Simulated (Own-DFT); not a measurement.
## Calculated data, GaN (wurtzite, strained, atoms displaced)

A calculation, not a measurement: plane-wave PBE density functional theory by an unreviewed code, no spin, of a simulated periodic cell, stress positive in tension, free energy of the whole cell less one offset for each atom, forces on such cells passed a denser k mesh, this cell's mesh not checked; offsets are fitted by least squares, one for each functional and potential file, so energies compare only between cells with the same atoms and settings and are not formation energies; the far tail of each file's local potential was reset to the Coulomb form; each entry is a single point on an unrelaxed cell, so the pressure reflects the starting lattice, mostly measured values (interpolated for alloys), from which strain is counted, and rises with the displacements; printed positions are rounded, which can move forces by about a meV/angstrom; the program, named Own-DFT, is a retired in-house code; no spin-orbit coupling. Program: Own-DFT development build.

Settings shared by all entries: functional PBE; potential files PseudoDojo norm-conserving, scalar-relativistic, standard set with the stringent files for Ga; wave cutoff 96 hartree; occupations Gaussian; smearing width 0.01 eV; k mesh 3 x 4 x 3 centred on Gamma.

(1) GaN (wurtzite, strained, atoms displaced)

```xyz
96
Lattice="12.7874 0.0033 -0.0573 -4.7931 8.4177 -0.1336 -0.0465 -0.1940 10.4997" Properties=species:S:1:pos:R:3 GaN
Ga    -0.0192     1.9261    -0.0330
Ga     1.5371     0.8062     2.5776
N     -0.0495     1.8700     1.9622
N      1.5889     0.8924     4.5724
Ga     0.0170     1.7261     5.1981
Ga     1.6080     0.8481     7.8736
N     -0.0754     1.7965     7.1141
N      1.5631     0.7842     9.8113
Ga    -1.6907     4.5010    10.3890
Ga    -0.0415     3.8353     2.5368
N     -1.6459     4.5885     1.9520
N     -0.0578     3.6884     4.5957
Ga    -1.6475     4.4901     5.1800
Ga    -0.0422     3.6386     7.7783
N     -1.5443     4.5274     7.1694
N     -0.0592     3.4563     9.7501
Ga    -3.2340     7.2617    10.3328
Ga    -1.6413     6.4414     2.5504
N     -3.0914     7.5533     1.8690
N     -1.5872     6.4377     4.4365
Ga    -3.2985     7.4225     5.2310
Ga    -1.6447     6.4016     7.8154
N     -3.2423     7.3234     7.1475
N     -1.6799     6.3059     9.7710
Ga     3.2087     1.7741    -0.0039
Ga     4.7451     0.8386     2.5714
N      3.3083     1.8194     2.0108
N      4.7596     0.8054     4.5939
Ga     3.2771     1.7533     5.1754
Ga     4.7072     0.7237     7.8462
N      3.1364     1.7809     7.1645
N      4.8255     0.7799     9.9102
Ga     1.6077     4.3918    10.3972
Ga     3.1397     3.6639     2.5961
N      1.5847     4.6474     1.9305
N      3.1391     3.6210     4.4789
Ga     1.5402     4.6258     5.1270
Ga     3.2248     3.5319     7.8029
N      1.5966     4.6059     7.1333
N      3.0995     3.5881     9.7830
Ga     0.0233     7.2621    10.3328
Ga     1.4394     6.5408     2.5420
N      0.0467     7.4377     1.9141
N      1.6168     6.4828     4.4946
Ga    -0.0311     7.4066     5.1626
Ga     1.4841     6.3916     7.7774
N     -0.0284     7.3499     7.0217
N      1.6589     6.4252     9.6930
Ga     6.3028     1.7423    10.3806
Ga     7.9752     0.8737     2.6588
N      6.4301     1.8028     1.9049
N      8.0385     0.8682     4.5408
Ga     6.3539     1.6963     5.1835
Ga     7.9523     0.6932     7.7669
N      6.4207     1.6939     7.1270
N      7.9677     0.7370     9.7800
Ga     4.7433     4.7480    -0.0171
Ga     6.4517     3.7093     2.4896
N      4.8047     4.5979     1.8928
N      6.3057     3.7084     4.4320
Ga     4.7970     4.6022     5.1327
Ga     6.4483     3.5627     7.7561
N      4.7133     4.5721     7.1380
N      6.4119     3.5033     9.7862
Ga     3.1311     7.3100    10.2968
Ga     4.7646     6.5308     2.4800
N      3.1242     7.4370     1.7819
N      4.7997     6.4773     4.5400
Ga     3.1622     7.3506     5.0751
Ga     4.7929     6.3416     7.7474
N      3.1968     7.2385     7.1289
N      4.6953     6.4411     9.7441
Ga     9.5898     1.9401    -0.0574
Ga    11.1392     0.9070     2.5939
N      9.6034     1.8481     1.8609
N     11.1897     0.9404     4.5082
Ga     9.5582     1.8181     5.1539
Ga    11.0885     0.8268     7.7541
N      9.5933     1.7733     7.1643
N     11.1647     0.7212     9.7660
Ga     8.0801     4.6864    -0.1163
Ga     9.5286     3.7779     2.4322
N      8.0356     4.7036     1.8835
N      9.6221     3.6428     4.5141
Ga     7.9052     4.6145     5.1711
Ga     9.5773     3.6365     7.7201
N      7.9725     4.5143     7.0885
N      9.5267     3.5574     9.8216
Ga     6.3454     7.2236    10.3207
Ga     8.0444     6.4886     2.5705
N      6.4646     7.5233     1.9025
N      7.9985     6.5317     4.4530
Ga     6.3644     7.2975     5.0826
Ga     7.9628     6.3512     7.6755
N      6.3546     7.3657     6.9703
N      7.9091     6.3239     9.7240
```

* free energy of cell above offsets: -4.623 eV
* pressure: 1.67 GPa
* stress xx: -4.18 GPa
* stress yy: -0.27 GPa
* stress zz: -0.56 GPa
* stress yz: -3.92 GPa
* stress xz: -1.42 GPa
* stress xy: 0.89 GPa

Force:
| element | x (eV/Å) | y (eV/Å) | z (eV/Å) |
| --- | --- | --- | --- |
| Ga | -0.375 | -1.59 | 0.683 |
| Ga | 0.09 | 3.591 | 1.038 |
| N | 0.764 | 0.21 | -0.221 |
| N | 0.714 | -1.184 | 0.178 |
| Ga | -0.48 | 1.45 | -0.18 |
| Ga | -1.697 | -0.004 | -0.529 |
| N | 0.778 | -0.912 | 1.255 |
| N | 0.071 | -0.959 | 0.314 |
| Ga | 1.254 | -1.098 | 0.839 |
| Ga | 0.563 | -2.419 | 1.165 |
| N | -0.018 | 1.523 | -1.653 |
| N | 0.894 | -0.538 | -1.156 |
| Ga | 0.818 | 1.768 | 0.192 |
| Ga | 1.614 | -1.027 | 0.085 |
| N | -2.12 | 1.215 | -0.058 |
| N | -0.047 | 2.363 | 0.121 |
| Ga | -0.822 | 1.081 | 0.863 |
| Ga | 0.522 | 0.931 | -0.44 |
| N | -0.86 | -3.615 | -1.365 |
| N | -0.766 | 0.058 | 1.851 |
| Ga | 2.02 | 0.467 | -1.273 |
| Ga | 0.227 | -0.382 | -1.009 |
| N | 0.351 | 0.377 | 0.434 |
| N | 1.161 | 0.859 | -0.428 |
| Ga | 0.149 | 1.378 | 0.658 |
| Ga | 1.869 | 0.474 | 0.565 |
| N | -2.49 | 0.312 | -1.343 |
| N | 0.978 | -0.338 | -0.588 |
| Ga | -2.115 | 0.993 | 0.003 |
| Ga | 0.844 | 1.28 | 0.227 |
| N | 0.988 | -1.425 | -0.103 |
| N | -2.121 | -1.743 | -1.855 |
| Ga | -2.115 | 1.562 | 0.768 |
| Ga | 0.678 | 0.196 | -0.803 |
| N | 0.003 | 0.34 | -0.801 |
| N | 0.548 | 0.433 | 1.479 |
| Ga | 0.357 | -0.587 | 0.696 |
| Ga | -1.017 | 1.965 | 0.26 |
| N | -0.232 | -1.171 | 0.04 |
| N | 2.304 | -1.687 | -0.405 |
| Ga | -0.007 | 0.194 | 1.092 |
| Ga | 3.664 | -1.323 | 0.243 |
| N | -2.848 | 0.289 | -2.053 |
| N | -1.177 | -0.14 | -0.24 |
| Ga | -0.221 | -0.846 | -1.749 |
| Ga | 1.627 | 0.018 | -0.538 |
| N | -0.799 | -0.147 | 2.093 |
| N | -2.787 | -1.874 | 0.058 |
| Ga | 2.574 | -0.804 | 1.457 |
| Ga | 0.328 | 0.063 | -2.285 |
| N | -0.492 | 0.479 | 0.306 |
| N | -1.195 | -0.752 | 0.946 |
| Ga | 0.61 | 1.041 | -0.407 |
| Ga | 0.824 | 0.431 | 1.001 |
| N | -1.122 | 0.075 | 0.316 |
| N | -0.392 | 0.648 | -0.358 |
| Ga | 0.545 | -0.486 | -1.016 |
| Ga | -0.826 | -0.701 | -0.155 |
| N | -0.253 | 0.758 | 0.307 |
| N | 1.347 | -0.946 | 0.965 |
| Ga | -1.423 | -0.087 | 0.141 |
| Ga | -1.458 | -0.239 | 0.745 |
| N | 1.572 | -1.621 | -0.405 |
| N | -0.645 | 1.979 | -0.733 |
| Ga | 0.802 | 1.803 | 1.321 |
| Ga | 0.114 | -0.015 | 0.003 |
| N | 0.445 | -0.129 | 0.967 |
| N | -0.984 | -0.765 | -1.521 |
| Ga | 0.948 | 0.694 | 1.13 |
| Ga | -0.14 | 1.205 | 0.255 |
| N | -0.745 | 0.874 | -1.037 |
| N | 1.28 | -1.76 | -0.464 |
| Ga | 0.043 | -1.933 | -0.468 |
| Ga | 0.535 | 0.999 | -0.427 |
| N | -0.825 | 0.39 | 0.946 |
| N | -0.663 | -1.434 | 0.694 |
| Ga | 1.089 | -0.103 | 0.462 |
| Ga | 1.601 | -0.502 | 0.774 |
| N | -1.504 | 0.169 | -0.627 |
| N | -0.285 | 0.067 | -0.143 |
| Ga | -1.91 | 0.267 | 0.382 |
| Ga | 1.091 | -2.38 | 1.695 |
| N | -1.072 | 0.263 | -0.664 |
| N | -2.409 | 0.384 | -0.715 |
| Ga | 0.928 | -0.615 | -1.459 |
| Ga | 0.575 | -0.762 | 0.701 |
| N | 0.128 | 0.379 | 0.184 |
| N | 0.803 | 0.128 | -1.718 |
| Ga | -0.196 | 1.789 | 0.999 |
| Ga | -0.327 | 1.459 | -1.512 |
| N | -0.537 | -1.864 | -0.939 |
| N | -0.318 | -1.459 | 0.81 |
| Ga | 0.244 | 2.388 | -0.469 |
| Ga | -0.796 | 1.188 | 0.816 |
| N | 0.364 | -0.715 | 1.674 |
| N | 0.994 | -0.164 | -0.881 |

(2) GaN (wurtzite, strained, atoms displaced)

```xyz
96
Lattice="12.6508 0.1795 -0.1572 -4.6275 8.2878 -0.0094 -0.1278 -0.0855 10.4352" Properties=species:S:1:pos:R:3 GaN
Ga     0.0250     1.8473     0.0014
Ga     1.6662     1.0294     2.6058
N     -0.0443     1.8312     2.0629
N      1.4906     0.8698     4.5280
Ga    -0.0740     1.8380     5.2319
Ga     1.3354     0.8395     7.8543
N     -0.0599     1.7479     7.2587
N      1.4572     0.8641     9.7675
Ga    -1.5176     4.6708    -0.0121
Ga     0.0216     3.6360     2.6009
N     -1.5067     4.5429     1.9569
N     -0.0865     3.6291     4.5787
Ga    -1.6607     4.5671     5.1522
Ga    -0.0826     3.6802     7.8055
N     -1.6067     4.5984     7.1051
N     -0.0677     3.6117     9.8099
Ga    -3.0790     7.3692     0.0165
Ga    -1.5534     6.3588     2.5044
N     -3.0397     7.3560     1.8996
N     -1.5453     6.4071     4.5715
Ga    -3.0857     7.2546     5.2096
Ga    -1.5956     6.4534     7.7610
N     -3.1505     7.2906     7.1407
N     -1.6643     6.4024     9.7752
Ga     3.0967     1.7378    10.3375
Ga     4.7002     0.9926     2.5228
N      3.1341     1.8399     1.8053
N      4.7333     0.9017     4.4645
Ga     3.1832     1.8546     5.0919
Ga     4.5791     0.8582     7.7516
N      3.0806     1.8812     7.1954
N      4.5788     0.9255     9.6274
Ga     1.6522     4.6748    -0.0114
Ga     3.2150     3.6737     2.5801
N      1.6460     4.6969     1.9118
N      3.1414     3.6342     4.5434
Ga     1.5288     4.5708     5.1563
Ga     3.0437     3.7511     7.7514
N      1.4798     4.6129     7.1338
N      3.1756     3.6428     9.7673
Ga     0.0040     7.4229     0.0026
Ga     1.6233     6.5086     2.5501
N      0.1032     7.4579     1.8080
N      1.6047     6.5161     4.4293
Ga     0.0195     7.4044     5.1657
Ga     1.5639     6.4416     7.7892
N      0.0125     7.4702     7.1778
N      1.4949     6.4639     9.6166
Ga     6.1634     1.8538    10.3150
Ga     7.8355     1.0138     2.4247
N      6.2724     1.9805     1.9583
N      7.8309     1.0515     4.4114
Ga     6.2826     1.9881     5.1931
Ga     7.7369     0.9981     7.7394
N      6.2770     1.9318     7.0514
N      7.8046     1.0384     9.7463
Ga     4.7975     4.7288    -0.0913
Ga     6.2985     3.7699     2.4523
N      4.7784     4.7439     1.8504
N      6.3941     3.7403     4.4918
Ga     4.6508     4.7326     5.0973
Ga     6.2766     3.8069     7.7135
N      4.6757     4.6591     7.1215
N      6.1589     3.6933     9.6778
Ga     3.1759     7.4409    10.2190
Ga     4.8647     6.5137     2.4713
N      3.2683     7.3946     1.9454
N      4.7635     6.6151     4.4757
Ga     3.2003     7.4420     5.0294
Ga     4.7249     6.5087     7.6452
N      3.1298     7.4478     7.1490
N      4.6183     6.4543     9.6593
Ga     9.5559     1.9257    -0.0670
Ga    11.1036     1.0121     2.4637
N      9.4961     2.0010     1.8486
N     10.9139     1.0013     4.4289
Ga     9.4696     1.9420     5.0209
Ga    10.8988     1.0245     7.7080
N      9.3251     1.9569     7.0635
N     11.0336     1.0174     9.5932
Ga     7.7965     4.6479    10.2839
Ga     9.5967     3.7776     2.4770
N      7.9220     4.7009     1.8276
N      9.5232     3.7468     4.4406
Ga     7.8828     4.6461     5.0049
Ga     9.4094     3.8184     7.6895
N      7.8751     4.7249     7.0001
N      9.4185     3.8300     9.7746
Ga     6.4733     7.4649    -0.1177
Ga     7.9164     6.5784     2.4557
N      6.4697     7.5950     1.8956
N      7.8785     6.5016     4.3412
Ga     6.3852     7.5403     5.0781
Ga     7.8883     6.4852     7.7173
N      6.3736     7.4605     7.0696
N      7.9133     6.6761     9.5928
```

* free energy of cell above offsets: -4.509 eV
* pressure: 5.94 GPa
* stress xx: -8.27 GPa
* stress yy: -5.17 GPa
* stress zz: -4.36 GPa
* stress yz: -2.15 GPa
* stress xz: -2.52 GPa
* stress xy: 4.71 GPa

Force:
| element | x (eV/Å) | y (eV/Å) | z (eV/Å) |
| --- | --- | --- | --- |
| Ga | 0.25 | 0.442 | 0.555 |
| Ga | -1.857 | -2.101 | 0.022 |
| N | 1.089 | -0.179 | -1.545 |
| N | 0.722 | 0.212 | 0.485 |
| Ga | 0.008 | -1.198 | 0.352 |
| Ga | 3.458 | -0.768 | -0.052 |
| N | -2.862 | 1.989 | -1.878 |
| N | 0.232 | -0.421 | 0.594 |
| Ga | 0.19 | -0.559 | -0.008 |
| Ga | 0.863 | 0.773 | 0.132 |
| N | -0.368 | 0.446 | -0.148 |
| N | 0.928 | 0.414 | -0.469 |
| Ga | 0.955 | 0.484 | 0.883 |
| Ga | 0.118 | -0.806 | 0.474 |
| N | -0.697 | -0.184 | 0.779 |
| N | 0.008 | 0.411 | -0.413 |
| Ga | 0.474 | 1.113 | -0.293 |
| Ga | 0.809 | 1.21 | 1.014 |
| N | -1.012 | 0.403 | 1.183 |
| N | 0.594 | -0.28 | -1.236 |
| Ga | -1.563 | 1.023 | -0.467 |
| Ga | 0.683 | -0.475 | 0.622 |
| N | -1.036 | 0.352 | 0.192 |
| N | 0.525 | -0.265 | -0.728 |
| Ga | -1.443 | 1.584 | -0.688 |
| Ga | 0.677 | -0.677 | 0.218 |
| N | 0.773 | 1.276 | 1.141 |
| N | -0.182 | 0.799 | 0.198 |
| Ga | -1.058 | -1.516 | 2.24 |
| Ga | 0.606 | 3.403 | -0.122 |
| N | -1.032 | -0.235 | -1.322 |
| N | 1.646 | -1.213 | 1.576 |
| Ga | 0.517 | 0.055 | -0.873 |
| Ga | -0.358 | 1.005 | -1.109 |
| N | -0.435 | -1.268 | 0.784 |
| N | 0.035 | 1.421 | -0.964 |
| Ga | -0.267 | 0.867 | 0.022 |
| Ga | 1.128 | -1.254 | 0.907 |
| N | -0.048 | 0.365 | -0.689 |
| N | -1.703 | 0.138 | -0.433 |
| Ga | 1.185 | 0.273 | -2.716 |
| Ga | 0.51 | 0.247 | -0.939 |
| N | -0.656 | -0.529 | 2.445 |
| N | -0.288 | -1.173 | 1.668 |
| Ga | 0.329 | -0.321 | 0.286 |
| Ga | -0.048 | 0.524 | -1.474 |
| N | -0.264 | -3.302 | -1.863 |
| N | 0.291 | -0.201 | 2.775 |
| Ga | -0.293 | 0.149 | 0.572 |
| Ga | 0.974 | -0.316 | 1.066 |
| N | -0.512 | -0.978 | -2.042 |
| N | 0.105 | -0.449 | 0.394 |
| Ga | 0.309 | -1.337 | -1.386 |
| Ga | 1.034 | 0.011 | -0.003 |
| N | -1.474 | 0.278 | 1.357 |
| N | -0.203 | -0.689 | -0.578 |
| Ga | -0.652 | 0.147 | -0.133 |
| Ga | 1.162 | 0.745 | 1.144 |
| N | -0.361 | -1.028 | 0.497 |
| N | -2.863 | 0.412 | -1.117 |
| Ga | 1.548 | -0.196 | 0.589 |
| Ga | -0.06 | -1.007 | -0.2 |
| N | -0.407 | 0.348 | -1.111 |
| N | 1.612 | 0.444 | -0.232 |
| Ga | -1.945 | -0.215 | 1.61 |
| Ga | -0.231 | 1.225 | 0.763 |
| N | -0.524 | 1.077 | -1.681 |
| N | 0.871 | -1.683 | -0.428 |
| Ga | -1.01 | 1.518 | 1.002 |
| Ga | 0.283 | 0.334 | 0.507 |
| N | -0.072 | -0.325 | -1.206 |
| N | 2.533 | 0.146 | -0.197 |
| Ga | 0.27 | 1.409 | -0.595 |
| Ga | -0.963 | 2.104 | 1.104 |
| N | -0.046 | -1.227 | 0.045 |
| N | 2.498 | 0.449 | -0.351 |
| Ga | -2.036 | -0.114 | 1.311 |
| Ga | 0.462 | 0.094 | -0.792 |
| N | 0.623 | 0.039 | -0.23 |
| N | -1.303 | -0.743 | 1.552 |
| Ga | -0.074 | 0.387 | 0.558 |
| Ga | -1.247 | 0.605 | -0.314 |
| N | 0.118 | 0.386 | -0.032 |
| N | -0.854 | 0.52 | -0.757 |
| Ga | 1.065 | 1.321 | 0.713 |
| Ga | 0.749 | -0.393 | 0.481 |
| N | -0.464 | -0.346 | 0.276 |
| N | 0.033 | -1.157 | -1.714 |
| Ga | -1.337 | 1.131 | -0.217 |
| Ga | 1.955 | -0.619 | -0.332 |
| N | -1.471 | -2.437 | -2.073 |
| N | 0.856 | 0.429 | 1.42 |
| Ga | 0.028 | -1.317 | 0.631 |
| Ga | 0.587 | 1.014 | -1.127 |
| N | -0.91 | 0.101 | -0.499 |
| N | -0.789 | -2.556 | 0.641 |
